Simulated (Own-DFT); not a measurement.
# Computed records: Hf₃₆O₇₁ (tetragonal hafnia with one neutral oxygen vacancy, atoms displaced)

All values are calculated (Own-DFT development build). A calculation, not a measurement: plane-wave PBE and HSE06 DFT by an unreviewed code, no spin, of a simulated cell at Gamma alone, so results move with cell size and shape, stress positive in tension, energies less offsets, not probed for a lower state with spin; hafnium file: forces about 75 meV/angstrom off all-electron values; oxygen file: force components 24 meV/angstrom off all-electron in a glass; k mesh not checked against a denser one; forces and stress are PBE's, HSE06 gives the energy alone, and its difference from PBE has offsets of its own; offsets are fitted by least squares, one for each functional and potential file, so energies compare only between cells with the same atoms and settings and are not formation energies; the far tail of each file's local potential was reset to the Coulomb form; each entry is a single point on an unrelaxed cell, so the pressure reflects the starting lattice, taken from the Materials Project, from which strain is counted, and rises with the displacements; printed positions are rounded, which can move forces by about a meV/angstrom; the program is a retired in-house code; no spin-orbit coupling.

Settings shared by all entries: first functional PBE; second functional HSE06; exact exchange share 0.25; screening 0.11 1/bohr; exchange divergence Gygi-Baldereschi; potential files PseudoDojo norm-conserving, scalar-relativistic, made for PBE, standard set; wave cutoff 48 hartree; occupations fixed; k mesh 1 x 1 x 1 centred on Gamma.

(1) Hf₃₆O₇₁ (tetragonal hafnia with one neutral oxygen vacancy, atoms displaced)

```
Hf36O71
1.0
     10.7800     0.0000     0.0000
      0.0000    10.7800     0.0000
      0.0000     0.0000    10.4493
Hf O Hf O Hf O Hf O Hf O Hf O Hf O Hf O Hf O Hf O Hf O Hf O Hf O Hf O Hf O Hf O Hf O Hf O
2 4 2 4 2 4 2 4 2 4 2 3 2 4 2 4 2 4 2 4 2 4 2 4 2 4 2 4 2 4 2 4 2 4 2 4
Direct
  0.99905 0.00853 0.98164
  0.17117 0.16601 0.24438
  0.99295 0.16753 0.14834
  0.16752 0.00104 0.33681
  0.00163 0.17212 0.40964
  0.17512 0.00384 0.09443
  0.00081 0.99126 0.49906
  0.17072 0.16608 0.74718
  0.99364 0.16277 0.65369
  0.15970 0.00826 0.83691
  0.00686 0.16236 0.90317
  0.17562 0.99050 0.59816
  0.01333 0.33540 0.99854
  0.16313 0.49579 0.25166
  0.99939 0.50653 0.14774
  0.17548 0.32348 0.35146
  0.99100 0.50288 0.40970
  0.16327 0.33699 0.08182
  0.00942 0.32873 0.50672
  0.17260 0.49794 0.75298
  0.99592 0.51438 0.66671
  0.16493 0.32828 0.83966
  0.00147 0.48647 0.90866
  0.17785 0.34036 0.59604
  0.99262 0.67199 0.00496
  0.16417 0.84480 0.25698
  0.99526 0.84119 0.15453
  0.16189 0.67180 0.33921
  0.00300 0.83258 0.40264
  0.15774 0.66120 0.09906
  0.00704 0.67088 0.49903
  0.16345 0.82834 0.74493
  0.16580 0.66576 0.84407
  0.99835 0.84092 0.90586
  0.16220 0.67530 0.59387
  0.33532 0.01273 0.00093
  0.50104 0.15866 0.24787
  0.33820 0.15000 0.16369
  0.50993 0.99716 0.35086
  0.32041 0.16841 0.40344
  0.49724 0.99934 0.09632
  0.32736 0.99122 0.50398
  0.50903 0.15877 0.74646
  0.33865 0.16381 0.65827
  0.50805 0.00010 0.83227
  0.33540 0.16763 0.90052
  0.50792 0.99846 0.60181
  0.33560 0.33539 0.00361
  0.50947 0.50405 0.24328
  0.33391 0.49313 0.15606
  0.48936 0.33772 0.32764
  0.33056 0.52353 0.40335
  0.50363 0.33577 0.10534
  0.34158 0.33476 0.49813
  0.49776 0.49167 0.75160
  0.32893 0.50914 0.65826
  0.50043 0.31524 0.84953
  0.33551 0.48288 0.91022
  0.50299 0.33716 0.60031
  0.32567 0.65735 0.99722
  0.49418 0.82493 0.25175
  0.33967 0.83324 0.15016
  0.50125 0.66571 0.34301
  0.33948 0.84351 0.40266
  0.49477 0.67354 0.09089
  0.33641 0.66984 0.49248
  0.48999 0.84058 0.75196
  0.33444 0.83811 0.65682
  0.49406 0.66535 0.85646
  0.34178 0.82738 0.90081
  0.50378 0.67105 0.59049
  0.67161 0.99839 0.99938
  0.83924 0.16189 0.25344
  0.66626 0.16293 0.16177
  0.84519 0.00118 0.33826
  0.66863 0.17098 0.39403
  0.81854 0.99951 0.10016
  0.66401 0.00698 0.49589
  0.83429 0.17269 0.75414
  0.66600 0.16739 0.65015
  0.83530 0.00544 0.84826
  0.66699 0.16340 0.90530
  0.83992 0.98822 0.60034
  0.67819 0.32143 0.99281
  0.83540 0.49075 0.26378
  0.65985 0.49384 0.15627
  0.84716 0.32763 0.34218
  0.67143 0.50191 0.39903
  0.84271 0.34065 0.10118
  0.65081 0.32443 0.50139
  0.83262 0.49898 0.73907
  0.67712 0.50345 0.64813
  0.82618 0.32953 0.85436
  0.65510 0.50645 0.90654
  0.83774 0.33503 0.59259
  0.65637 0.66883 0.99562
  0.84067 0.83117 0.25868
  0.66454 0.83050 0.16132
  0.83110 0.66250 0.34398
  0.66463 0.82321 0.39807
  0.83422 0.65614 0.10781
  0.66512 0.67686 0.50154
  0.81027 0.83431 0.74801
  0.66987 0.83580 0.65625
  0.83353 0.65930 0.84825
  0.65447 0.83247 0.90319
  0.84034 0.66199 0.57500
```

It finds PBE energy of cell above offsets -90.185 eV; HSE06 less PBE above offsets 0.418 eV; PBE pressure 6.18 GPa; PBE stress xx -5.11 GPa; PBE stress yy -6.73 GPa; PBE stress zz -6.71 GPa; PBE stress yz 0.2 GPa; PBE stress xz 0.13 GPa; PBE stress xy 0.18 GPa.

Force:
```tsv
element	x (eV/Å)	y (eV/Å)	z (eV/Å)
Hf	-0.132	-2.613	3.755
Hf	-1.297	-0.286	0.352
O	2.094	-0.678	0.295
O	-0.277	1.688	2.446
O	0.549	-1.773	-0.362
O	-1.635	0.066	-0.375
Hf	-0.502	1.629	1.05
Hf	-0.282	0.393	-0.333
O	1.662	0.474	0.059
O	0.411	-2.144	0.779
O	-0.558	3.448	-1.947
O	-2.635	0.244	-0.326
Hf	-5.104	-0.839	-0.232
Hf	-0.412	1.588	-0.729
O	1.183	-1.047	1.81
O	-0.496	2.461	-0.934
O	1.467	-1.426	-0.172
O	3.891	-0.676	3.586
Hf	-1.603	0.677	-0.997
Hf	-2.818	-0.173	0.334
O	2.797	-0.715	-1.233
O	0.176	0.357	0.217
O	0.29	2.993	-1.206
O	-0.472	-0.098	0.235
Hf	-0.879	-1.304	0.289
Hf	0.35	-3.21	-4.001
O	1.347	-0.14	-0.044
O	0.211	-0.259	0.792
O	0.056	0.658	-0.165
O	1.498	0.299	-0.91
Hf	-1.24	-1.198	-0.619
Hf	-0.908	0.624	0.532
O	0.531	-0.396	0.372
O	0.543	-1.458	-1.026
O	2.091	0.566	0.837
Hf	0.196	-2.71	0.206
Hf	1.231	0.565	-0.047
O	-1.172	1.038	-1.632
O	0.081	0.412	0.315
O	1.271	-0.863	1.223
O	1	0.609	-0.596
Hf	2.57	2.87	0.003
Hf	-1.927	0.565	0.691
O	0.16	0.301	-1.047
O	-0.377	0.525	2.313
O	-0.517	0.127	0.501
O	-0.773	-0.064	-1.241
Hf	2.319	-2.303	1.555
Hf	-1.123	-0.371	0.093
O	-1.021	0.26	-0.35
O	-0.173	-1.225	3.834
O	-0.455	-4.95	-0.479
O	-0.709	-1.037	-2.404
Hf	-1.85	-0.209	-1.736
Hf	1.851	1.187	1.497
O	2.004	-0.033	-0.555
O	0.331	2.507	-0.627
O	-0.139	3.068	-2.388
O	-1.719	0.347	0.582
Hf	0.368	1.911	1.003
Hf	1.713	1.317	-1.483
O	-2.392	-0.215	0.656
O	-0.417	0.134	1.003
O	-0.589	-2.009	-0.701
O	-0.402	-0.875	0.951
Hf	-0.006	1.937	1.911
Hf	0.649	-2.78	0.778
O	-0.806	-0.016	-1.147
O	-0.21	-1.046	-2.21
O	-0.634	1.485	0.227
O	-1.401	-0.159	1.143
Hf	-1.469	-0.669	1.481
Hf	-0.511	1.813	-1.659
O	0.456	0.485	-1.385
O	-0.204	-0.813	2.672
O	-0.422	-0.516	1.543
O	2.566	0.111	-0.497
Hf	0.118	-1.539	-0.632
Hf	0.437	-0.316	-0.728
O	1.527	0.111	-1.097
O	-0.748	-0.621	-0.172
O	0.104	-1.1	-1.136
O	-1.136	-0.033	-0.944
Hf	-0.503	3.3	3.101
Hf	-0.561	1.488	-2.416
O	2.617	0.446	-1.107
O	-0.331	-0.705	1.305
O	-0.897	-1.404	1.067
O	-1.364	-0.575	-1.014
Hf	4.723	2.792	-1.909
Hf	0.395	0.072	2.254
O	-3.298	-0.426	0.134
O	-0.161	0.457	-1.11
O	-0.201	-2.386	-0.913
O	-0.87	-0.352	0.564
Hf	1.344	-0.667	1.832
Hf	-2.266	-1.849	-2.017
O	0.272	-0.077	-0.663
O	0.529	1.271	0.25
O	0.547	3.407	0.951
O	-0.631	1.147	-1.718
Hf	1.557	-2.947	-1.234
Hf	6.228	-0.301	2.714
O	-4.075	-0.536	-2.529
O	-0.26	1.307	-0.706
O	1.154	0.549	-0.839
O	-1.496	1.045	2.583
```

(2) Hf₃₆O₇₁ (tetragonal hafnia with one neutral oxygen vacancy, atoms displaced)

```
Hf36O71
1.0
     10.7800     0.0000     0.0000
      0.0000    10.7800     0.0000
      0.0000     0.0000    10.4493
Hf O Hf O Hf O Hf O Hf O Hf O Hf O Hf O Hf O Hf O Hf O Hf O Hf O Hf O Hf O Hf O Hf O Hf O
2 4 2 4 2 4 2 4 2 4 2 4 2 4 2 4 2 3 2 4 2 4 2 4 2 4 2 4 2 4 2 4 2 4 2 4
Direct
  0.00236 0.00064 0.00014
  0.16617 0.16289 0.25077
  0.99923 0.17018 0.15784
  0.16594 0.00019 0.34529
  0.00154 0.16507 0.40185
  0.16760 0.99458 0.09566
  0.00086 0.99915 0.50184
  0.16835 0.16154 0.74942
  0.00125 0.16740 0.65527
  0.16652 0.00079 0.85106
  0.99689 0.16692 0.90167
  0.16246 0.99932 0.59824
  0.99482 0.33041 0.99624
  0.16712 0.50339 0.25037
  0.00209 0.49786 0.15115
  0.16246 0.33611 0.35132
  0.99603 0.50212 0.40364
  0.16750 0.33065 0.09960
  0.00332 0.33506 0.49724
  0.17150 0.50159 0.75065
  0.99644 0.50262 0.65592
  0.16904 0.33368 0.84481
  0.99694 0.49798 0.90285
  0.16355 0.33266 0.59713
  0.99762 0.66861 0.00354
  0.16857 0.83038 0.25073
  0.00325 0.83458 0.14804
  0.16683 0.66804 0.35020
  0.00022 0.83511 0.40560
  0.16813 0.66734 0.10059
  0.99481 0.66754 0.50152
  0.16489 0.83640 0.75268
  0.99869 0.83093 0.64882
  0.16554 0.66820 0.84649
  0.99888 0.83056 0.90256
  0.16057 0.66939 0.59951
  0.33601 0.99998 0.00129
  0.49900 0.17209 0.25243
  0.33558 0.16421 0.15251
  0.49863 0.99897 0.34425
  0.33400 0.16009 0.39529
  0.50331 0.00142 0.09697
  0.33227 0.00093 0.49761
  0.49917 0.16574 0.74357
  0.33668 0.16662 0.65394
  0.50147 0.00120 0.85166
  0.33146 0.16971 0.89854
  0.49915 0.99545 0.59162
  0.33515 0.33434 0.00321
  0.50884 0.49783 0.25338
  0.49695 0.32939 0.34807
  0.33006 0.50042 0.39950
  0.49625 0.33099 0.09779
  0.33482 0.33060 0.50111
  0.49788 0.50417 0.74761
  0.33592 0.50282 0.65305
  0.50334 0.33164 0.85150
  0.33618 0.50045 0.90009
  0.49794 0.33580 0.59693
  0.33344 0.67083 0.99709
  0.49805 0.83224 0.24640
  0.33442 0.82964 0.15261
  0.49831 0.66441 0.34660
  0.33526 0.83492 0.39946
  0.50446 0.66341 0.09755
  0.33396 0.66337 0.50126
  0.49673 0.83310 0.75537
  0.33129 0.83160 0.65852
  0.49861 0.66169 0.84525
  0.33537 0.82968 0.90542
  0.49981 0.66734 0.60038
  0.66445 0.99888 0.99970
  0.83307 0.16659 0.24849
  0.66952 0.17122 0.15154
  0.83663 0.00340 0.34870
  0.66762 0.16680 0.39474
  0.83347 0.99551 0.09706
  0.66389 0.00092 0.50378
  0.82827 0.17206 0.74943
  0.67241 0.16385 0.65870
  0.82951 0.00083 0.84871
  0.66575 0.16238 0.90540
  0.82675 0.00370 0.59547
  0.66839 0.33629 0.00105
  0.83461 0.49964 0.24336
  0.66290 0.50160 0.15071
  0.83709 0.33794 0.34965
  0.66393 0.49546 0.40420
  0.82774 0.33222 0.09277
  0.66326 0.33535 0.49488
  0.83352 0.50265 0.75264
  0.66430 0.50657 0.64912
  0.83341 0.33310 0.84953
  0.66352 0.50027 0.90676
  0.83446 0.33029 0.60038
  0.66190 0.67073 0.00088
  0.83192 0.82971 0.25545
  0.66696 0.83777 0.15425
  0.83914 0.66395 0.34610
  0.66608 0.82608 0.40324
  0.82990 0.66133 0.10038
  0.67726 0.66762 0.49944
  0.83669 0.83482 0.75158
  0.66505 0.83588 0.65154
  0.83093 0.67434 0.84630
  0.66942 0.83383 0.89821
  0.83101 0.66537 0.59844
```

The calculation gives: PBE energy of cell above offsets -100.089 eV; HSE06 less PBE above offsets -0.112 eV; PBE pressure 1.15 GPa; PBE stress xx -1.42 GPa; PBE stress yy -0.29 GPa; PBE stress zz -1.73 GPa; PBE stress yz 0.63 GPa; PBE stress xz -0.5 GPa; PBE stress xy -0.06 GPa.

Force:
```tsv
element	x (eV/Å)	y (eV/Å)	z (eV/Å)
Hf	-1.117	-0.278	0.128
Hf	0.001	1.374	-0.12
O	0.213	-0.273	-0.969
O	0.04	-0.669	0.367
O	0.201	0.2	0.42
O	0.266	0.478	0.218
Hf	-1.443	0.853	-0.316
Hf	-0.654	1.484	0.349
O	-0.14	-0.367	-0.006
O	0.013	-0.445	-0.09
O	0.392	-0.326	0.392
O	1.324	0.087	0.307
Hf	1.106	0.382	0.378
Hf	0.801	-0.698	-0.083
O	-0.484	0.165	0.119
O	0.343	-0.521	-0.492
O	0.258	0.177	-0.002
O	-0.029	0.35	-0.372
Hf	-0.866	-0.418	0.095
Hf	-1.155	-0.394	0.108
O	0.568	0.006	-0.079
O	-0.296	-0.037	-0.122
O	-0.14	0.726	0.243
O	1.461	0.193	0.05
Hf	0.222	-0.524	-0.234
Hf	-0.238	0.205	-0.035
O	-0.697	-0.601	0.812
O	-0.083	-0.114	-0.157
O	-0.217	-0.44	-0.592
O	-0.07	-0.41	-0.339
Hf	1.172	-0.351	0.085
Hf	-0.419	-0.901	-0.707
O	0.024	0.472	0.585
O	0.227	-0.06	0.484
O	0.224	0.74	-0.219
O	1.056	-0.366	-0.344
Hf	0.205	1.156	0.021
Hf	0.675	-1.825	-1.21
O	-0.536	-0.295	-0.282
O	0.242	0.034	0.08
O	-0.161	1.309	1.036
O	-0.965	-0.397	0.102
Hf	-0.016	-0.947	-0.429
Hf	0.895	0.672	2.372
O	-0.82	-0.144	-1.254
O	-0.552	-0.23	-0.808
O	0.076	-1.053	0.48
O	-0.617	0.602	0.922
Hf	-0.775	-0.111	-0.66
Hf	-2.061	0.667	-0.326
O	0.059	1.144	0.851
O	0.169	-0.61	0.507
O	0.801	0.515	0.752
Hf	-1.308	0.371	-0.753
Hf	1.089	-1.176	0.469
O	-0.864	-0.138	-0.784
O	-0.107	0.003	-1.197
O	-0.383	0.24	0.722
O	0.466	-0.499	-0.05
Hf	-0.067	-1.919	1.02
Hf	0.336	0.117	1.083
O	-0.043	0.192	-0.506
O	-0.025	0.031	-0.173
O	-0.242	-0.311	0.688
O	-1.351	0.265	0.009
Hf	-0.038	0.591	-0.11
Hf	1.019	-0.283	-1.001
O	-0.06	0.303	-0.197
O	0.099	1.577	0.834
O	0.111	1.472	-0.52
O	0.03	0.104	-0.628
Hf	1.181	0.4	-0.155
Hf	-0.322	-0.13	0.674
O	-0.668	-0.101	0.2
O	-0.317	-1.062	-0.344
O	-0.3	0.299	1.245
O	0.361	0.349	0.037
Hf	0.777	-0.61	-1.191
Hf	1.93	-0.832	0.624
O	-2.766	0.075	-1.592
O	0.613	-0.194	-0.45
O	0.222	1.054	-0.168
O	1.363	-0.348	0.09
Hf	-1.686	-1.241	-0.94
Hf	0.54	-0.469	0.459
O	1.073	-0.497	0.27
O	-0.369	-0.561	-0.752
O	0	0.984	-0.809
O	1.525	0.505	0.988
Hf	1.551	-0.816	0.978
Hf	-0.182	-0.255	-0.153
O	0.542	-0.581	0.533
O	-0.294	0.638	0.077
O	0.506	0.749	-0.42
O	-0.799	0.237	-0.457
Hf	1.058	-0.409	-0.737
Hf	0.366	1.771	-0.811
O	0.061	-0.623	-0.102
O	-0.595	-0.067	0.455
O	0.558	1.365	-0.36
O	0.245	0.357	-0.198
Hf	-2.533	-0.543	0.668
Hf	-1.088	1.164	-0.203
O	0.117	-0.16	0.286
O	0.259	-1.51	0.364
O	-0.864	-0.314	0.619
O	0.788	0.243	0.351
```
